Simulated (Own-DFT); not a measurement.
# Short bonds, stiff crystals?

Source: density functional calculations with Own-DFT, an unreviewed in-house program that is no longer used. Nothing was measured or relaxed, and spin and spin-orbit coupling are left out.

Caveats (not all hold for every row): forces on such cells moved up to 12 meV/angstrom on a denser k mesh; forces not confirmed at this smearing and k mesh; k mesh not checked against a denser one; forces on such cells passed a denser k mesh, each cell not checked; stress not checked against mesh or cutoff.

All runs are PBE with PseudoDojo norm-conserving files; cutoff and k mesh are each material's own. Every cell starts from measured lattice constants and was given uniform random strains and small random moves of its atoms. Each triple is the change of volume in per cent, the rms move u in Å and the pressure in GPa.

- 4H SiC (C36Si36), 10.36 Å³/atom unstrained: (-2.52, 0.051, 11.79); (-0.16, 0.053, 5.94); (-0.15, 0.046, 5.26); (-0.07, 0.049, 5.52); (0.13, 0.052, 5.88); (0.41, 0.053, 4.50); (2.71, 0.049, -0.24)
- wurtzite AlN (Al64N64), 10.45 Å³/atom unstrained: withheld
- wurtzite GaN (Ga48N48), 11.42 Å³/atom unstrained: (-2.97, 0.052, 14.30); (-1.92, 0.049, 11.60); (-0.80, 0.050, 9.34); (-0.22, 0.049, 7.86); (1.17, 0.049, 5.38); (1.93, 0.051, 4.05); (2.13, 0.050, 3.53)
- diamond silicon (Si64), 20.02 Å³/atom unstrained: (-2.37, 0.051, 5.07); (-2.01, 0.050, 4.97); (-0.70, 0.053, 3.54); (-0.68, 0.051, 3.49); (-0.29, 0.048, 3.07); (1.12, 0.048, 1.84); (1.15, 0.053, 1.81)
- zincblende InP (In48P48), 25.27 Å³/atom unstrained: (-2.18, 0.052, 5.39); (-1.19, 0.046, 4.71); (-0.17, 0.049, 3.76); (0.75, 0.053, 3.23); (1.67, 0.048, 2.44); (2.09, 0.051, 2.18); (2.80, 0.052, 1.75)
- grey tin (Sn64), 34.15 Å³/atom unstrained: (-3.11, 0.051, 5.50); (-2.92, 0.050, 5.33); (-2.77, 0.045, 5.17); (-1.45, 0.049, 4.43); (0.49, 0.051, 3.52); (0.61, 0.050, 3.48); (1.71, 0.046, 2.78)

## Fit

Fit a line to each set against the fractional change of volume; B is minus its slope, and u is nearly the same within a set. To take it to zero pressure, assume that B rises by 4 GPa for each GPa: B0 = B - 4 x (mean pressure). The bond length of an ideal tetrahedral crystal with the unstrained volume v is d = (√3/4)(8 v)^(1/3). Cohen's empirical rule reads B0 = (1971 - 220 L) d^(-3.5) GPa, with L = 0 for group IV crystals and SiC and 1 for III-V compounds.

```
                material  L  d (Å)   B (GPa)  mean P (GPa)  B0 (GPa)  rule (GPa)
        4H SiC (C36Si36)  0  1.888  229 ± 13           5.5  207 ± 13         213
  wurtzite AlN (Al64N64)  1  1.893         ?             ?         ?         188
  wurtzite GaN (Ga48N48)  1  1.950   206 ± 6           8.0   174 ± 6         169
  diamond silicon (Si64)  0  2.352    96 ± 3           3.4    82 ± 3          99
zincblende InP (In48P48)  1  2.541    74 ± 2           3.3    61 ± 2          67
         grey tin (Sn64)  0  2.810    54 ± 2           4.3    37 ± 2          53
```

A line through ln[B0/(1971 - 220 L)] against ln d has a slope of -4.3 ± 0.3 and a scatter of 9 %. Against the rule, B0 stands at 97 % for 4H SiC, 103 % for wurtzite GaN, 83 % for diamond silicon, 91 % for zincblende InP, 69 % for grey tin. PBE tends to make silicon and heavier crystals too soft, and the rule itself is only a guide.

## Prediction

Q: what B0 does the fitted trend give for wurtzite AlN (Al64N64)?

From the line: 191 GPa. Its own runs give B = 212 ± 4 GPa at a mean pressure of 7.0 GPa, so B0 = 184 GPa.
